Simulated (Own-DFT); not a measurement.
## Calculated data, TiSi₂ (C49 TiSi2 crystal, atoms displaced)

All values are calculated (Own-DFT development build). A calculation, not a measurement: plane-wave density functional theory by an unreviewed code, no spin, of a simulated periodic cell, stress positive in tension, run twice, with PBE and with PBEsol, both on files made for PBE, so the change isn't that of files made for PBEsol, forces on such cells moved up to 12 meV/angstrom on a denser k mesh; the far tail of each file's local potential was reset to the Coulomb form; each entry is a single point on an unrelaxed cell, so the pressure reflects the starting lattice, taken from the Materials Project, from which strain is counted, and rises with the displacements; printed positions are rounded, which can move forces by about a meV/angstrom; the program, named Own-DFT, is a retired in-house code; no spin-orbit coupling; stress was not checked against mesh or cutoff.

Common to all runs: functional PBE, then PBEsol; potential files PseudoDojo norm-conserving, scalar-relativistic, standard set; wave cutoff 42 hartree; occupations cold (Marzari-Vanderbilt); smearing width 0.2 eV; k mesh 4 x 4 x 4 centred on Gamma.

(1) TiSi₂ (C49 TiSi2 crystal, atoms displaced)

```cif
# cell vector a (Å): 5.2953 -6.7593 3.5652
# cell vector b (Å): 7.0604 0.0000 -7.1303
# cell vector c (Å): 5.2953 6.7593 3.5652
data_TiSi2
_symmetry_space_group_name_H-M 'P 1'
_symmetry_Int_Tables_number 1
_cell_length_a 9.2973
_cell_length_b 10.0345
_cell_length_c 9.2973
_cell_angle_alpha 82.631
_cell_angle_beta 93.274
_cell_angle_gamma 82.631
_cell_volume 850.71
loop_
_atom_site_label
_atom_site_type_symbol
_atom_site_fract_x
_atom_site_fract_y
_atom_site_fract_z
_atom_site_occupancy
Ti1 Ti 0.96361 0.91808 0.16798 1
Ti2 Ti 0.84828 0.87813 0.64909 1
Si1 Si 0.59258 0.92851 0.48686 1
Si2 Si 0.20656 0.87115 0.30290 1
Si3 Si 0.89591 0.01719 0.38050 1
Si4 Si 0.89491 0.79363 0.40869 1
Ti3 Ti 0.96501 0.41754 0.15222 1
Ti4 Ti 0.85997 0.37053 0.64508 1
Si5 Si 0.59347 0.43780 0.48057 1
Si6 Si 0.19402 0.37172 0.30358 1
Si7 Si 0.90521 0.53040 0.38588 1
Si8 Si 0.90864 0.28527 0.40561 1
Ti5 Ti 0.75419 0.72191 0.95100 1
Ti6 Ti 0.64391 0.66423 0.44648 1
Si9 Si 0.42327 0.72524 0.29722 1
Si10 Si 0.99040 0.67462 0.10784 1
Si11 Si 0.69032 0.80761 0.20154 1
Si12 Si 0.69765 0.57842 0.21686 1
Ti7 Ti 0.53903 0.03117 0.76121 1
Ti8 Ti 0.45328 0.98901 0.24545 1
Si13 Si 0.18141 0.02914 0.07888 1
Si14 Si 0.77945 0.95572 0.90693 1
Si15 Si 0.51417 0.11335 0.00316 1
Si16 Si 0.48519 0.87978 0.00850 1
Ti9 Ti 0.75708 0.23742 0.94419 1
Ti10 Ti 0.63463 0.17527 0.44273 1
Si17 Si 0.39906 0.24084 0.29412 1
Si18 Si 0.99815 0.17591 0.07713 1
Si19 Si 0.68553 0.33405 0.20795 1
Si20 Si 0.67942 0.09272 0.20284 1
Ti11 Ti 0.56004 0.52932 0.75476 1
Ti12 Ti 0.44460 0.49536 0.25094 1
Si21 Si 0.20345 0.51704 0.07826 1
Si22 Si 0.80324 0.47633 0.90530 1
Si23 Si 0.48555 0.62791 0.00111 1
Si24 Si 0.50927 0.37686 0.00390 1
Ti13 Ti 0.33481 0.80892 0.53626 1
Ti14 Ti 0.27256 0.76946 0.04017 1
Si25 Si 0.99458 0.82463 0.88980 1
Si26 Si 0.60666 0.76412 0.69215 1
Si27 Si 0.30590 0.91222 0.81892 1
Si28 Si 0.31217 0.67620 0.80645 1
Ti15 Ti 0.34984 0.32689 0.55988 1
Ti16 Ti 0.25998 0.27211 0.05749 1
Si29 Si 0.99484 0.33813 0.87180 1
Si30 Si 0.60228 0.25043 0.70759 1
Si31 Si 0.29761 0.42785 0.79299 1
Si32 Si 0.30316 0.16286 0.80470 1
Ti17 Ti 0.12088 0.62299 0.34875 1
Ti18 Ti 0.05505 0.55972 0.83445 1
Si33 Si 0.79725 0.64025 0.66754 1
Si34 Si 0.40335 0.56306 0.51928 1
Si35 Si 0.10148 0.72066 0.60623 1
Si36 Si 0.09473 0.47059 0.59988 1
Ti19 Ti 0.14397 0.12093 0.36386 1
Ti20 Ti 0.07339 0.07172 0.85029 1
Si37 Si 0.81836 0.12510 0.69882 1
Si38 Si 0.40198 0.09389 0.48576 1
Si39 Si 0.08718 0.21839 0.61149 1
Si40 Si 0.08030 0.97783 0.59319 1
```

The calculation gives: PBE pressure 8.26 GPa; PBE stress xx -6.91 GPa; PBE stress yy -8.78 GPa; PBE stress zz -9.11 GPa; PBE stress yz 1.97 GPa; PBE stress xz -0.09 GPa; PBE stress xy 0.15 GPa; PBEsol pressure 4.95 GPa; PBEsol stress xx -3.48 GPa; PBEsol stress yy -5.19 GPa; PBEsol stress zz -6.19 GPa; PBEsol stress yz 2.05 GPa; PBEsol stress xz -0.09 GPa; PBEsol stress xy 0.18 GPa; rms change of force components from PBE to PBEsol 0.029 eV/Å.

Force:
```csv
force element,PBE force x (eV/Å),PBE force y (eV/Å),PBE force z (eV/Å),PBEsol force x (eV/Å),PBEsol force y (eV/Å),PBEsol force z (eV/Å)
Ti,-2.494,-0.331,-1.561,-2.463,-0.351,-1.537
Ti,-0.46,0.016,-0.73,-0.47,0.039,-0.709
Si,0.349,-0.421,1.189,0.339,-0.488,1.186
Si,-0.683,0.307,-0.924,-0.676,0.37,-0.926
Si,2.322,1.286,-1.605,2.346,1.252,-1.624
Si,-1.972,-0.307,1.829,-1.987,-0.313,1.859
Ti,-1.178,1.414,-1.286,-1.149,1.375,-1.289
Ti,-1.043,0.981,-2.335,-1.019,0.986,-2.296
Si,-0.284,-1.321,4.919,-0.285,-1.38,4.924
Si,0.697,1.486,-0.965,0.681,1.549,-0.992
Si,-0.36,1.773,0.441,-0.316,1.744,0.435
Si,-1.423,-0.13,0.061,-1.429,-0.133,0.074
Ti,-1.166,1.146,0.341,-1.142,1.099,0.328
Ti,2.022,-0.858,-1.086,1.989,-0.823,-1.081
Si,-0.678,0.386,-1.664,-0.664,0.348,-1.621
Si,-0.429,-0.224,0.109,-0.419,-0.154,0.122
Si,1.763,-0.504,-1.328,1.789,-0.499,-1.348
Si,-1.826,-1.373,0.258,-1.853,-1.339,0.248
Ti,-1.861,-1.413,1.649,-1.821,-1.419,1.64
Ti,-1.464,0.493,0.11,-1.435,0.497,0.108
Si,2.741,-1.572,4.946,2.703,-1.639,4.965
Si,2.157,0.411,-1.641,2.106,0.465,-1.651
Si,0.069,0.326,-1.816,0.051,0.319,-1.838
Si,0.944,-1.575,1.035,0.932,-1.544,1.041
Ti,-1.303,1.743,0.932,-1.29,1.699,0.907
Ti,2.322,-1.378,0.64,2.27,-1.334,0.626
Si,-0.005,-2.263,0.065,0.002,-2.344,0.064
Si,1.226,2.755,-1.05,1.215,2.812,-1.083
Si,0.445,-0.971,0.545,0.463,-0.948,0.558
Si,0.601,-1.419,1.314,0.59,-1.373,1.335
Ti,-1.271,0.883,0.871,-1.258,0.847,0.843
Ti,-2.251,-0.88,0.996,-2.221,-0.877,1.014
Si,1.31,-0.072,-0.319,1.284,-0.111,-0.31
Si,0.232,1.178,-1.88,0.234,1.225,-1.904
Si,0.965,-1.868,1.88,0.991,-1.831,1.879
Si,-0.721,0.066,-0.505,-0.745,0.056,-0.51
Ti,3.48,0.577,0.379,3.45,0.53,0.387
Ti,-0.78,4.449,-0.877,-0.764,4.396,-0.875
Si,0.777,-1.166,1.425,0.763,-1.227,1.42
Si,0.681,3.63,-3.404,0.67,3.701,-3.4
Si,-0.875,-1.458,-2.275,-0.876,-1.423,-2.298
Si,-1.916,-0.569,-0.513,-1.93,-0.567,-0.516
Ti,-0.926,-0.021,0.115,-0.924,-0.069,0.117
Ti,-1.574,-0.884,-0.826,-1.562,-0.833,-0.831
Si,0.567,-1.182,3.778,0.554,-1.245,3.766
Si,1.565,0.35,-3.319,1.537,0.406,-3.332
Si,0.265,0.012,0.976,0.256,0.014,0.975
Si,0.865,-0.257,-0.895,0.857,-0.258,-0.887
Ti,2.837,-2.219,0.93,2.81,-2.215,0.918
Ti,2.291,0.909,-1.933,2.261,0.919,-1.91
Si,0.754,-2.25,5.058,0.742,-2.306,5.083
Si,-0.467,2.455,-3.224,-0.452,2.508,-3.248
Si,-0.367,-0.025,-0.327,-0.366,-0.03,-0.316
Si,-0.113,-0.906,-0.125,-0.12,-0.89,-0.132
Ti,-0.741,-0.978,-0.74,-0.737,-0.997,-0.744
Ti,-3.045,1.119,-1.888,-3.011,1.136,-1.889
Si,-0.755,-0.615,0.696,-0.727,-0.671,0.717
Si,-1.031,3.566,2.239,-1.004,3.608,2.225
Si,0.692,-1.555,0.192,0.705,-1.528,0.199
Si,0.52,-0.751,1.125,0.523,-0.743,1.133
```

(2) TiSi₂ (C49 TiSi2 crystal, atoms displaced)

```cif
# cell vector a (Å): 5.2953 -6.7593 3.5652
# cell vector b (Å): 7.0604 0.0000 -7.1303
# cell vector c (Å): 5.2953 6.7593 3.5652
data_TiSi2
_symmetry_space_group_name_H-M 'P 1'
_symmetry_Int_Tables_number 1
_cell_length_a 9.2973
_cell_length_b 10.0345
_cell_length_c 9.2973
_cell_angle_alpha 82.631
_cell_angle_beta 93.274
_cell_angle_gamma 82.631
_cell_volume 850.71
loop_
_atom_site_label
_atom_site_type_symbol
_atom_site_fract_x
_atom_site_fract_y
_atom_site_fract_z
_atom_site_occupancy
Ti1 Ti 0.95561 0.93674 0.14659 1
Ti2 Ti 0.84651 0.88264 0.64759 1
Si1 Si 0.59474 0.93816 0.48654 1
Si2 Si 0.20507 0.87873 0.31330 1
Si3 Si 0.88870 0.02666 0.40924 1
Si4 Si 0.89944 0.78111 0.40849 1
Ti3 Ti 0.94953 0.42062 0.15748 1
Ti4 Ti 0.84046 0.36546 0.64318 1
Si5 Si 0.62271 0.42894 0.50282 1
Si6 Si 0.16986 0.37706 0.29523 1
Si7 Si 0.90872 0.51545 0.40818 1
Si8 Si 0.89248 0.26508 0.38621 1
Ti5 Ti 0.74341 0.72784 0.94663 1
Ti6 Ti 0.66159 0.67991 0.43744 1
Si9 Si 0.40225 0.72310 0.29592 1
Si10 Si 0.01607 0.66887 0.10663 1
Si11 Si 0.70036 0.84383 0.19172 1
Si12 Si 0.69865 0.57867 0.20987 1
Ti7 Ti 0.54359 0.01922 0.76111 1
Ti8 Ti 0.46815 0.98162 0.25590 1
Si13 Si 0.19586 0.03907 0.09341 1
Si14 Si 0.79157 0.99053 0.91131 1
Si15 Si 0.50367 0.10536 0.01233 1
Si16 Si 0.50815 0.87678 0.99292 1
Ti9 Ti 0.75105 0.20926 0.96520 1
Ti10 Ti 0.66282 0.17062 0.44170 1
Si17 Si 0.38941 0.23037 0.26422 1
Si18 Si 0.99763 0.17771 0.09620 1
Si19 Si 0.67934 0.32138 0.20273 1
Si20 Si 0.67574 0.06117 0.22340 1
Ti11 Ti 0.53814 0.51991 0.75783 1
Ti12 Ti 0.45949 0.48436 0.24014 1
Si21 Si 0.20482 0.52167 0.09549 1
Si22 Si 0.80573 0.47275 0.90133 1
Si23 Si 0.49097 0.63137 0.00302 1
Si24 Si 0.49240 0.37089 0.99326 1
Ti13 Ti 0.35117 0.82390 0.55325 1
Ti14 Ti 0.25896 0.77723 0.03917 1
Si25 Si 0.00434 0.80614 0.89234 1
Si26 Si 0.59917 0.78077 0.69437 1
Si27 Si 0.28899 0.92707 0.79892 1
Si28 Si 0.30440 0.68425 0.79655 1
Ti15 Ti 0.35262 0.33031 0.56086 1
Ti16 Ti 0.25784 0.26526 0.06090 1
Si29 Si 0.01568 0.31618 0.90088 1
Si30 Si 0.60207 0.27192 0.71111 1
Si31 Si 0.30042 0.41925 0.80778 1
Si32 Si 0.28776 0.17975 0.77945 1
Ti17 Ti 0.14109 0.61227 0.34811 1
Ti18 Ti 0.06136 0.57358 0.85850 1
Si33 Si 0.81647 0.63928 0.67894 1
Si34 Si 0.37593 0.55908 0.49903 1
Si35 Si 0.08108 0.72695 0.60229 1
Si36 Si 0.09851 0.47716 0.61307 1
Ti19 Ti 0.14288 0.12898 0.37207 1
Ti20 Ti 0.04447 0.08809 0.83061 1
Si37 Si 0.80037 0.12892 0.70264 1
Si38 Si 0.38496 0.09512 0.50557 1
Si39 Si 0.10533 0.23316 0.59095 1
Si40 Si 0.11244 0.97275 0.59644 1
```

The calculation gives: PBE pressure 6.89 GPa; PBE stress xx -5.68 GPa; PBE stress yy -7.01 GPa; PBE stress zz -7.96 GPa; PBE stress yz -0.06 GPa; PBE stress xz -0.4 GPa; PBE stress xy 0.2 GPa; PBEsol pressure 3.57 GPa; PBEsol stress xx -2.26 GPa; PBEsol stress yy -3.45 GPa; PBEsol stress zz -5.01 GPa; PBEsol stress yz -0.06 GPa; PBEsol stress xz -0.4 GPa; PBEsol stress xy 0.19 GPa; rms change of force components from PBE to PBEsol 0.028 eV/Å.

Force:
```csv
force element,PBE force x (eV/Å),PBE force y (eV/Å),PBE force z (eV/Å),PBEsol force x (eV/Å),PBEsol force y (eV/Å),PBEsol force z (eV/Å)
Ti,-0.85,1.164,1.217,-0.841,1.13,1.191
Ti,0.422,-0.175,-0.014,0.397,-0.171,-0.009
Si,0.765,0.193,1.705,0.754,0.131,1.69
Si,-0.886,0.529,-1.013,-0.863,0.59,-1.023
Si,0.13,-1.406,0.714,0.14,-1.376,0.71
Si,-1.032,-1.01,-0.421,-1.064,-0.992,-0.43
Ti,-1.343,0.194,-1.774,-1.314,0.147,-1.742
Ti,3.09,-1.151,0.731,3.057,-1.116,0.735
Si,-2.037,0.251,-1.943,-2.008,0.206,-1.934
Si,1.615,0.202,2.812,1.587,0.268,2.806
Si,-0.599,0.272,-0.708,-0.599,0.264,-0.715
Si,1.243,0.3,-0.383,1.249,0.295,-0.379
Ti,0.555,-0.196,0.541,0.556,-0.226,0.518
Ti,0.073,1.592,-0.207,0.081,1.593,-0.204
Si,0.451,-0.826,0.156,0.447,-0.894,0.177
Si,-0.461,2.508,-2.426,-0.45,2.571,-2.412
Si,-1.422,-0.525,2.522,-1.435,-0.518,2.544
Si,-0.409,-1.343,-0.063,-0.406,-1.316,-0.069
Ti,0.206,-0.952,-1.246,0.214,-0.967,-1.226
Ti,-4.548,3.033,-0.875,-4.498,3.002,-0.875
Si,-0.763,-1.529,3.06,-0.754,-1.588,3.061
Si,-1.911,-0.007,3.01,-1.885,0.042,3.012
Si,0.559,-0.449,-2.028,0.562,-0.44,-2.05
Si,-0.959,0.918,0.609,-0.987,0.892,0.608
Ti,1.339,0.5,-2.665,1.313,0.446,-2.645
Ti,0.599,3.074,-1.331,0.587,3.05,-1.303
Si,4.166,1.08,3.372,4.113,1.026,3.36
Si,0.417,3.039,0.438,0.406,3.122,0.431
Si,0.526,-1.334,0.156,0.523,-1.309,0.16
Si,3.32,-4.122,-1.361,3.348,-4.061,-1.383
Ti,0.732,-1.247,-0.424,0.708,-1.251,-0.418
Ti,-0.972,1.612,0.697,-0.961,1.613,0.681
Si,0.477,-2.147,1.347,0.471,-2.217,1.359
Si,-0.377,0.746,-0.75,-0.37,0.793,-0.757
Si,-0.014,-1.111,0.723,-0.015,-1.089,0.737
Si,0.793,-0.126,0.69,0.8,-0.126,0.692
Ti,-0.189,0.145,-0.144,-0.177,0.13,-0.163
Ti,0.378,1.572,-0.155,0.347,1.579,-0.134
Si,1.739,-0.13,-2.602,1.707,-0.177,-2.612
Si,-0.419,1.021,0.756,-0.406,1.077,0.75
Si,0.694,-0.336,0.16,0.718,-0.327,0.175
Si,-0.787,0.177,0.531,-0.801,0.172,0.538
Ti,-1.482,-0.023,-0.026,-1.473,0.003,-0.027
Ti,-2.369,-1.564,-4.008,-2.353,-1.515,-4.001
Si,0.152,-1.343,-2.488,0.154,-1.414,-2.48
Si,-0.431,1.641,-1.109,-0.424,1.699,-1.13
Si,0.07,0.022,-0.473,0.077,0.014,-0.495
Si,1.251,0.486,1.577,1.263,0.473,1.598
Ti,2.147,0.533,-0.65,2.123,0.502,-0.631
Ti,-1.88,-0.426,-0.263,-1.856,-0.397,-0.27
Si,-0.697,0.474,1.726,-0.684,0.435,1.719
Si,2.52,-0.374,-0.55,2.476,-0.324,-0.53
Si,1.001,-0.912,0.841,1.019,-0.894,0.855
Si,-0.45,-0.503,-0.017,-0.437,-0.499,-0.01
Ti,-2.03,-2.425,-0.768,-2.013,-2.435,-0.774
Ti,0.02,0.237,2.207,0.034,0.266,2.191
Si,-0.957,-1.807,0.498,-0.944,-1.889,0.506
Si,-0.169,-0.3,1.182,-0.165,-0.25,1.164
Si,-0.564,1.282,-0.579,-0.606,1.266,-0.586
Si,-0.447,1.001,-0.517,-0.443,0.979,-0.55
```
